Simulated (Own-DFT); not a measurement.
Simulation results for GaP (zincblende, strongly disordered by large displacements), InAs (zincblende, strongly disordered by large displacements)

A calculation, not a measurement: plane-wave PBE density functional theory by an unreviewed code, no spin, of a simulated periodic cell, stress positive in tension, free energy of the whole cell less one offset for each atom, forces on such cells passed a denser k mesh, this cell's mesh not checked; broken bonds can close the gap or carry spin, so checks made on this kind of crystal may not hold here; offsets are fitted by least squares, one for each functional and potential file, so energies compare only between cells with the same atoms and settings and are not formation energies; the far tail of each file's local potential was reset to the Coulomb form; each entry is a single point on an unrelaxed cell, so the pressure reflects the starting lattice, mostly measured values (interpolated for alloys), from which strain is counted, and rises with the displacements; printed positions are rounded, which can move forces by about a meV/angstrom; the program, named Own-DFT, is a retired in-house code; no spin-orbit coupling. Program: Own-DFT development build.

Common to all runs: functional PBE; potential files PseudoDojo norm-conserving, scalar-relativistic, standard set; wave cutoff 42 hartree; occupations Fermi-Dirac; smearing width 0.1 eV; k mesh 3 x 3 x 3 centred on Gamma.

(1) GaP (zincblende, strongly disordered by large displacements)

```xyz
64
Lattice="10.9010 0.0000 0.0000 0.0000 10.9010 0.0000 0.0000 0.0000 10.9010" Properties=species:S:1:pos:R:3 GaP
Ga    10.8943    10.7481    10.8646
Ga    10.7144     2.9278     2.6753
Ga     3.0373     0.2245     2.4987
Ga     2.2832     2.8193    10.7890
P      1.5948     1.4055     1.1826
P      1.2369     4.0515     4.2595
P      4.0308     1.0453     4.1075
P      4.0778     3.7969     1.4502
Ga    10.7630     0.3623     5.3730
Ga    10.6061     2.5754     8.1389
Ga     2.7349     0.0394     8.2753
Ga     2.7635     2.9674     5.2696
P      1.6332     1.2715     6.6680
P      1.6651     4.0005     9.2994
P      3.8991     1.5097     9.3861
P      4.5844     4.0625     6.4586
Ga    10.7910     5.4095     0.1890
Ga     0.0261     8.2301     2.5545
Ga     2.3428     5.7799     2.5175
Ga     2.7859     8.3312    10.6606
P      1.5003     6.8882     1.2473
P      1.2165     9.4131     4.2265
P      4.1257     7.0515     4.4706
P      4.1368     9.4555     1.4432
Ga     0.2643     5.4354     5.5608
Ga     0.1759     8.3314     8.3244
Ga     2.7123     5.8574     8.0651
Ga     2.8164     8.0574     5.6312
P      1.5231     6.8950     6.7371
P      1.4307     9.7405     9.7847
P      4.2466     7.0580     9.4317
P      4.1410     9.5598     6.8806
Ga     5.6528     0.3871     0.1241
Ga     4.9759     2.6744     2.8056
Ga     8.2032    10.4465     2.7320
Ga     8.2709     2.6728    10.6542
P      6.7248     1.2119     1.4593
P      6.6800     4.0525     4.4738
P      9.3960     0.9878     3.8223
P      9.6638     4.3163     1.2387
Ga     4.8656     0.0208     5.4569
Ga     5.2168     2.9498     8.2253
Ga     7.8042     0.0695     8.7904
Ga     8.1149     2.7488     5.3679
P      6.7900     1.2195     7.1487
P      6.6639     3.7878     9.6221
P      9.5070     1.4001     9.6031
P      9.5227     3.9600     6.5608
Ga     5.1941     5.3774    10.7601
Ga     5.6819     8.1185     2.3296
Ga     7.9631     5.5969     2.6988
Ga     8.0918     8.5193    10.6089
P      6.8118     6.7067     1.2972
P      6.7439     9.3723     4.0670
P      9.5813     6.6990     4.0414
P      9.5917     9.5011     1.5578
Ga     5.4403     5.4857     5.4131
Ga     5.4119     8.4603     7.8917
Ga     7.8877     5.5923     8.3159
Ga     7.6797     8.3303     5.5030
P      7.2986     6.7765     6.9537
P      6.7555     9.4845     9.5397
P      9.3090     6.7199     9.6496
P      9.7341     9.7044     7.0043
```

Here we set hardware one NVIDIA H100.

Results for GaP (zincblende, strongly disordered by large displacements): free energy of cell above offsets 5.809 eV; pressure 11.91 GPa; stress xx -9.86 GPa; stress yy -12.17 GPa; stress zz -13.71 GPa; stress yz 5.98 GPa; stress xz -3.06 GPa; stress xy 3.04 GPa; wall time 554 s.

Force:
```
element  x (eV/Å)  y (eV/Å)  z (eV/Å)
     Ga    -2.348     3.019     3.066
     Ga     0.693    -2.052     0.503
     Ga    -2.868    -2.706    -1.492
     Ga       4.4    -0.255      1.11
      P     -3.66    -2.385     3.046
      P     0.048     0.436    -4.025
      P    -2.837     7.266    -3.194
      P    -3.989      4.92    -4.478
     Ga      1.82    -2.514     1.664
     Ga     2.671     1.343    -2.169
     Ga    -0.326    -0.547    -1.064
     Ga     2.097    -2.077      2.07
      P    -1.623     1.411     0.002
      P    -3.631     3.795    -3.334
      P     1.419     0.326     2.388
      P    -5.422    -3.514     3.419
     Ga     5.729     5.249    -6.028
     Ga     1.712    -2.524     3.059
     Ga     5.544    -6.617     7.604
     Ga     1.609     -1.09     2.457
      P    -4.461     5.208    -6.585
      P     0.813      0.96    -0.467
      P     2.762    -2.505    -5.341
      P    -0.081     0.641    -1.961
     Ga    -3.029     1.053     0.318
     Ga      -1.1    -0.769    -0.628
     Ga     2.597    -3.295     2.387
     Ga    -1.339     4.719    -0.639
      P    -4.646     0.234     1.472
      P     0.922    -1.527    -3.571
      P    -0.518    -0.644    -0.648
      P     -5.53     1.673    -1.049
     Ga    -6.178    -4.607    -6.325
     Ga     4.794    -2.376     3.909
     Ga    -3.515     1.944     0.972
     Ga    -1.417     1.896      4.19
      P     5.761     4.329     5.758
      P     0.165     -0.36    -5.293
      P     0.104      4.69      0.49
      P    -6.875    -5.684     4.684
     Ga     7.059    -2.889     4.676
     Ga     0.473     -2.35    -0.987
     Ga     4.261     3.546    -4.076
     Ga     0.609    -3.406      0.68
      P    -1.185     1.318     -2.22
      P     0.197     3.356    -0.177
      P     1.744     -3.65    -0.123
      P     0.862      1.41     2.296
     Ga     1.281     -0.68     1.456
     Ga    -1.805     1.238     3.212
     Ga      1.99    -2.218     2.454
     Ga     4.596    -4.396     4.533
      P    -0.182    -0.452    -3.857
      P    -3.534     2.618    -2.639
      P     0.011     0.908     0.176
      P     0.296    -0.379    -5.861
     Ga     2.109     6.306    -1.172
     Ga     5.161     -4.59     3.262
     Ga     2.759    -6.577     5.207
     Ga     5.261    -1.651     2.432
      P    -5.608     4.452    -5.459
      P    -7.313    -0.525    -0.044
      P       2.3     1.145     0.344
      P    -1.608     0.402    -0.389
```

(2) InAs (zincblende, strongly disordered by large displacements)

```xyz
64
Lattice="12.1166 0.0000 0.0000 0.0000 12.1166 0.0000 0.0000 0.0000 12.1166" Properties=species:S:1:pos:R:3 InAs
In     0.1964    12.0928    11.8420
In     0.2475     3.0049     3.1828
In     2.8904     0.2519     3.0927
In     2.8879     3.1363     0.0593
As     1.6475     1.2946     1.6937
As     1.5920     4.3725     4.6169
As     4.7017     1.7312     4.5648
As     4.9068     4.5984     1.4705
In     0.3773    12.0944     6.1435
In     0.4688     2.9243     9.0282
In     3.0187    12.0832     8.9816
In     3.1056     2.7181     6.1596
As     1.8915     1.5318     7.7725
As     1.8071     4.7070    10.4728
As     4.4124     1.6940    10.6058
As     4.5845     4.4463     7.7495
In    12.0587     6.2744     0.0399
In    11.9211     8.7160     2.8927
In     2.6439     5.9760     3.1083
In     3.1178     8.9897    11.8564
As     1.6365     7.9157     1.4380
As     1.2755    10.7720     4.6205
As     4.8865     7.6201     5.0963
As     4.7877    11.1503     1.3767
In    11.7764     6.0503     6.0956
In     0.1711     9.2579     8.9629
In     3.1765     5.9922     8.9816
In     3.2946     8.7517     6.0078
As     1.4835     7.7974     7.8949
As     1.5072    10.6783    10.3353
As     4.7083     7.6708    10.2483
As     4.4689    10.8991     7.9257
In     6.2212    11.8616    11.9673
In     6.4041     2.8828     2.8376
In     9.1871    12.0922     3.1299
In     8.8142     3.1356    11.8636
As     7.8399     1.6410     1.5561
As     7.4792     4.0484     4.3673
As    10.4013     1.5780     4.3896
As    10.6036     4.6996     1.3924
In     6.2798     0.3223     5.6852
In     6.2293     3.1497     8.8979
In     9.1095     0.3444     9.1676
In     9.0738     3.0032     6.6029
As     7.5909     1.4158     7.2590
As     7.4324     4.6236    10.4471
As    10.1450     1.6797    11.0288
As    10.2634     4.6400     7.7991
In     5.6497     6.0214     0.0638
In     6.0440     9.1327     3.0019
In     9.1470     6.3773     2.6419
In     9.0079     8.8785     0.0076
As     7.2512     7.3338     1.4333
As     7.7484    10.7541     4.2825
As    10.8448     7.3899     4.5999
As    10.5803    10.6076     1.7618
In     6.3119     6.3243     5.9365
In     6.0370     9.0990     9.0194
In     9.1321     6.2698     9.3594
In     8.7413     9.2622     5.9395
As     7.6165     7.6614     7.5431
As     7.4570    10.6643    10.6655
As    10.5929     7.4372    10.1670
As    10.5568    10.8028     7.4577
```

It was run with hardware one NVIDIA H200.

It finds free energy of cell above offsets 7.921 eV; pressure 10.87 GPa; stress xx -11.27 GPa; stress yy -10.87 GPa; stress zz -10.45 GPa; stress yz -0.63 GPa; stress xz 1.51 GPa; stress xy 1.44 GPa; wall time 1161 s.

Force:
```
element  x (eV/Å)  y (eV/Å)  z (eV/Å)
     In     -1.82      0.92     2.073
     In     -2.53    -1.301      -1.7
     In     4.979    -4.242     5.186
     In     1.044    -0.362      0.83
     As    -4.833     4.551    -5.966
     As      0.03      0.66     2.898
     As    -1.316     0.003    -2.255
     As    -4.887    -5.018     5.196
     In     -3.23     3.507     3.197
     In     -3.07     2.235     1.948
     In     -0.99      2.05     5.424
     In     1.414     2.893    -0.969
     As    -2.901    -0.338    -2.284
     As    -2.695    -0.446     1.983
     As     1.206    -0.817    -0.116
     As      -0.3     0.746    -3.373
     In     0.702    -0.208    -1.134
     In     0.322      2.35     0.294
     In     2.134     1.099    -1.386
     In     1.093     1.872    -0.302
     As     0.206    -1.737     0.242
     As     3.381    -4.391     -4.19
     As    -1.801     2.028    -8.027
     As    -4.528    -3.461     4.401
     In     3.054    -3.318     4.061
     In    -5.054     2.009     0.542
     In    -0.014     1.937    -0.641
     In    -5.891     5.131     3.668
     As     3.049    -4.418    -3.993
     As     1.068    -0.384     1.982
     As    -2.049    -2.547     2.927
     As     5.429    -4.486    -5.439
     In    -0.813     6.592     0.509
     In    -4.845    -0.562    -1.783
     In     1.105     1.806    -2.597
     In    -3.143     5.361      3.66
     As     1.073    -3.123    -2.305
     As     3.768     5.116     5.082
     As     2.339     2.154     2.601
     As     0.274    -1.322     0.155
     In    -1.321    -3.267    -0.364
     In    -0.139    -2.587     0.521
     In    -0.318    -1.651    -0.575
     In     1.375     1.139    -4.283
     As    -0.913    -0.939     4.493
     As    -0.249     1.685     0.821
     As     6.972    -5.228    -3.395
     As     3.071     0.397     0.393
     In     2.175     4.086    -6.345
     In    -0.688     0.506    -0.403
     In     0.633    -1.525     1.913
     In     0.261      0.77    -0.129
     As     0.469     2.112     0.061
     As    -3.675    -1.964     1.287
     As    -4.324     3.023    -2.632
     As     0.968    -1.218    -2.659
     In     4.957     -8.12     2.568
     In     1.821     2.982    -1.561
     In    -8.608    -5.965    -4.322
     In     2.268    -0.371     0.937
     As     0.919     0.059     1.268
     As     4.992    -3.908    -4.654
     As     8.415     7.635     6.029
     As    -0.022    -0.187     0.629
```

(3) InAs (zincblende, strongly disordered by large displacements)

```xyz
64
Lattice="12.1166 0.0000 0.0000 0.0000 12.1166 0.0000 0.0000 0.0000 12.1166" Properties=species:S:1:pos:R:3 InAs
In     0.2722     0.3634     0.0678
In    11.9146     3.2808     2.9470
In     2.8125    11.8754     2.8112
In     3.1287     2.9932    11.9699
As     1.4388     1.5767     1.5736
As     1.6942     4.5320     4.7660
As     4.4249     1.2149     4.4733
As     4.3530     4.6732     1.2764
In    11.9286     0.2741     6.1670
In     0.0232     2.7353     9.0066
In     3.3447    11.9970     8.9310
In     3.1404     2.6320     6.3461
As     1.6000     1.6612     7.6132
As     1.4155     4.2713    10.5132
As     4.3729     1.7519    10.6797
As     4.6029     4.3585     7.5759
In    11.8791     5.9439    11.9410
In     0.1643     8.9233     3.0583
In     2.8476     6.4559     2.8678
In     2.8013     9.3470    11.9720
As     1.7850     7.8747     0.9652
As     1.5759    10.7193     4.7316
As     4.7074     7.5788     4.8317
As     4.6647    10.9674     1.6569
In    11.9318     5.9312     6.2805
In    11.9151     9.3515     8.8072
In     2.9561     5.9827     9.4082
In     3.0702     8.5968     6.2448
As     1.5367     7.6682     7.5545
As     1.4795    10.3754    10.5363
As     4.5556     7.6233    10.6637
As     4.3214    10.6811     7.6041
In     6.1888    11.9897     0.2613
In     6.0753     2.9165     3.0115
In     8.6296    12.0957     3.0377
In     9.3175     3.1638    11.7832
As     7.5283     1.3770     1.4965
As     7.3273     4.4640     4.5546
As    10.8269     1.5463     4.3338
As    10.1744     4.6052     0.9999
In     5.9241    11.9576     6.1156
In     6.0134     2.7198     9.3435
In     9.3063     0.0922     9.1665
In     9.1167     2.8691     6.2009
As     7.5428     1.3812     7.5027
As     7.5275     4.6704    10.5328
As    10.6664     1.2816    10.2676
As    10.6003     4.6766     7.8071
In     5.9868     6.1348     0.1495
In     5.9048     9.1240     3.2439
In     9.0563     5.9340     2.7798
In     9.0560     9.0099     0.0037
As     8.1110     7.3233     1.2109
As     7.3993    10.6626     4.6200
As    10.8388     7.8016     4.6057
As    10.6305    10.1577     1.5057
In     5.9132     6.2209     6.2674
In     6.2332     9.1531     9.3341
In     9.2321     6.2824     9.0296
In     9.1542     8.9230     6.2880
As     7.6600     7.4812     7.5781
As     7.3603    10.3791    10.6221
As    10.5133     7.8337    10.7449
As    10.7283    10.4330     7.4455
```

Settings of this run: hardware one NVIDIA H200.

Results for InAs (zincblende, strongly disordered by large displacements): free energy of cell above offsets 1.793 eV; pressure 9.59 GPa; stress xx -9.47 GPa; stress yy -9.21 GPa; stress zz -10.1 GPa; stress yz 0.43 GPa; stress xz 0.74 GPa; stress xy -2.12 GPa; wall time 1214 s.

Force:
```
element  x (eV/Å)  y (eV/Å)  z (eV/Å)
     In    -2.743    -4.118    -3.063
     In     1.254     1.546    -0.353
     In    -1.458     1.118     1.892
     In     -4.01     2.963     3.917
     As     2.307     2.998     2.157
     As    -0.829      0.54    -1.032
     As     0.012     1.013    -0.129
     As      0.08    -0.549     2.404
     In     1.459    -0.839    -0.208
     In    -0.809     2.682     0.026
     In     -4.91     5.188      6.23
     In     3.457     2.727    -4.279
     As    -2.255    -4.247     1.666
     As    -0.771     0.945     0.911
     As     2.198    -6.462    -2.047
     As    -0.068     0.688     1.239
     In     1.953     0.919    -0.805
     In     1.832     1.537    -1.078
     In     0.429    -1.378     0.812
     In     8.394     3.551    -0.898
     As    -5.467     -6.96     5.881
     As     -0.33    -1.248     0.021
     As    -1.391     0.464    -3.646
     As    -1.186    -3.952     0.239
     In     2.118     1.341    -2.296
     In     5.284    -5.274     6.174
     In     0.444     0.209    -1.654
     In     1.487     4.192    -2.105
     As    -3.665    -2.966     3.858
     As    -2.885     4.748    -3.679
     As    -0.104     0.387      0.05
     As     4.485    -6.374    -4.627
     In     0.202     0.426    -3.913
     In    -1.678     0.031    -0.254
     In     3.445    -1.338     0.859
     In    -3.866    -5.651    -4.593
     As     1.295     3.825    -1.382
     As     1.591     0.859     0.563
     As    -2.772    -0.644      0.42
     As     4.033     2.893     5.586
     In    -0.403     0.854     0.091
     In     2.608     2.351    -2.268
     In    -6.346    -5.574    -4.858
     In     0.484     1.271    -1.306
     As    -0.216    -0.516     1.402
     As    -0.111    -0.455    -0.393
     As     4.292      4.07     6.284
     As    -0.485    -3.091     0.148
     In     1.204     0.293    -0.753
     In     0.715     0.166    -1.389
     In      0.56    -1.133     4.905
     In    -0.992     4.045    -0.598
     As    -5.016    -0.139     0.596
     As     1.445    -1.818     0.978
     As    -1.889    -2.811     0.958
     As     0.275     3.102     0.671
     In     1.592    -3.346     1.032
     In    -5.236    -5.086    -6.148
     In    -0.459    -0.297     2.259
     In    -0.567     0.727    -2.478
     As    -1.534     0.872     0.716
     As     5.667     6.224     5.113
     As     2.669     -1.58    -3.484
     As    -4.821      6.08    -4.345
```

(4) GaP (zincblende, strongly disordered by large displacements)

```xyz
64
Lattice="10.9010 0.0000 0.0000 0.0000 10.9010 0.0000 0.0000 0.0000 10.9010" Properties=species:S:1:pos:R:3 GaP
Ga    10.5981    10.7347    10.7932
Ga    10.7293     3.0230     2.4750
Ga     2.5974     0.0066     2.8137
Ga     2.5887     2.5866    10.8651
P      1.6894     1.6635     1.2393
P      1.1091     4.3573     4.0328
P      4.3453     1.1963     3.9383
P      3.9272     4.1241     1.4418
Ga     0.2228    10.6213     5.7097
Ga     0.4016     2.7523     8.2020
Ga     2.6707    10.8255     7.8391
Ga     2.4943     2.6267     5.7232
P      1.3538     1.1437     6.6966
P      1.6472     4.1236     9.6886
P      4.0416     1.3684     9.4938
P      3.6577     4.1368     6.5436
Ga     0.0949     5.5966    10.5881
Ga    10.8248     8.1314     2.6377
Ga     2.9785     5.6357     2.6521
Ga     2.6222     8.2359     0.0066
P      1.3561     6.6902     1.4550
P      1.2778     9.5215     4.2840
P      3.9535     6.9304     4.3245
P      4.2153     9.6437     1.4239
Ga    10.7612     5.2772     5.6906
Ga     0.0978     8.2494     8.2602
Ga     2.6685     5.3277     8.0331
Ga     2.7148     7.8701     5.3572
P      1.6806     6.7401     6.7176
P      1.5928     9.8074     9.6622
P      4.0536     6.9674     9.5392
P      3.7712     9.5916     6.8375
Ga     5.7262    10.8375     0.2770
Ga     5.2801     2.5969     2.7422
Ga     7.7907    10.6967     2.9732
Ga     7.8924     2.8236     0.2872
P      6.6290     1.3646     1.1394
P      6.6934     4.4552     4.2828
P      9.4821     1.2024     3.7525
P      9.1290     3.8755     1.1712
Ga     5.1143     0.0767     5.5046
Ga     5.1695     2.7013     8.2800
Ga     8.5337    10.7970     7.9787
Ga     8.2910     2.8392     5.4379
P      6.5902     1.8312     6.5624
P      6.8215     3.7759     9.3401
P      9.2490     1.6071     9.5058
P      9.3599     4.1743     6.5272
Ga     5.4125     5.6691     0.0975
Ga     5.4611     7.8831     2.7232
Ga     7.9443     5.7447     2.6973
Ga     8.2056     7.8857     0.0836
P      6.8994     6.7797     1.4820
P      6.5136     9.7008     4.0907
P      9.5493     6.8984     4.1308
P      9.6971     9.5219     1.3441
Ga     5.4861     5.4908     5.1528
Ga     5.3592     8.0023     8.3122
Ga     8.1290     5.6155     8.0730
Ga     8.3309     7.8986     5.5185
P      7.0675     7.1607     6.6183
P      6.6605     9.5293     9.3699
P      9.6778     6.6619     9.6505
P      9.4780     9.4088     7.0941
```

It was run with hardware one NVIDIA H100.

The calculation gives: free energy of cell above offsets 7.905 eV; pressure 12.89 GPa; stress xx -13.47 GPa; stress yy -13.16 GPa; stress zz -12.03 GPa; stress yz 0.97 GPa; stress xz 4.15 GPa; stress xy -0.67 GPa; wall time 544.7 s.

Force:
```
element  x (eV/Å)  y (eV/Å)  z (eV/Å)
     Ga     1.782     3.163    -2.383
     Ga     1.161     -1.46     1.003
     Ga      0.81     0.454    -0.576
     Ga     7.507      4.66     -7.14
      P    -8.355    -7.209     9.627
      P     1.253    -1.527    -0.523
      P    -5.076     0.351     0.485
      P     2.104    -0.793     -1.39
     Ga    -5.048    -0.336    -0.601
     Ga      -2.3    -0.311     0.299
     Ga    -1.713     3.642     6.326
     Ga     0.029      0.22    -4.686
      P     -1.37     2.812      2.15
      P    -1.885      1.29    -1.759
      P    -1.092    -2.174     0.763
      P      4.54     0.747     0.775
     Ga     4.189    -4.571     4.591
     Ga     1.142     0.059     1.247
     Ga    -1.789    -0.229      1.84
     Ga     0.911     0.206     1.164
      P    -0.259     1.062    -1.229
      P     1.755    -2.486     -3.32
      P     7.153    -4.664     -6.87
      P    -1.751    -2.209      0.54
     Ga     4.456     4.072    -3.173
     Ga     1.803    -0.656     0.939
     Ga     1.016     0.735     2.507
     Ga    -4.671     8.431     3.164
      P    -5.673    -0.643     2.692
      P    -2.187    -0.534    -0.877
      P    -2.165    -3.177      1.45
      P     5.399     -5.74    -3.809
     Ga    -4.242    -5.771     -5.59
     Ga      1.84     3.229    -1.829
     Ga     4.493     3.585    -3.996
     Ga    -5.168    -4.616    -6.642
      P     2.866     4.294     6.101
      P     8.121    -8.381    -7.191
      P     0.456         1     1.803
      P     7.259     8.458     5.068
     Ga     2.335    -0.933     2.636
     Ga     0.615     1.317    -2.506
     Ga    -6.034     7.162     4.817
     Ga    -2.127    -3.496     -3.65
      P    -0.186    -2.473     0.817
      P     0.112      3.38     0.779
      P     2.022    -1.405    -0.354
      P    -0.557    -0.383     6.603
     Ga    -0.334    -2.105    -0.916
     Ga    -1.384     3.218     1.121
     Ga     5.245    -5.748     5.626
     Ga     0.626     2.825    -1.319
      P     -4.35     3.393    -5.232
      P    -2.528    -4.989     3.434
      P      1.41    -1.771    -1.881
      P    -3.616    -1.287     1.505
     Ga    -7.762     6.416     7.075
     Ga     1.969       2.7    -3.024
     Ga    -0.173    -1.433     0.326
     Ga      5.69     7.197    -5.614
      P    -10.02    -5.823     7.846
      P     2.033     0.364     1.255
      P    -4.776     4.053    -4.498
      P     4.495    -5.162    -5.798
```
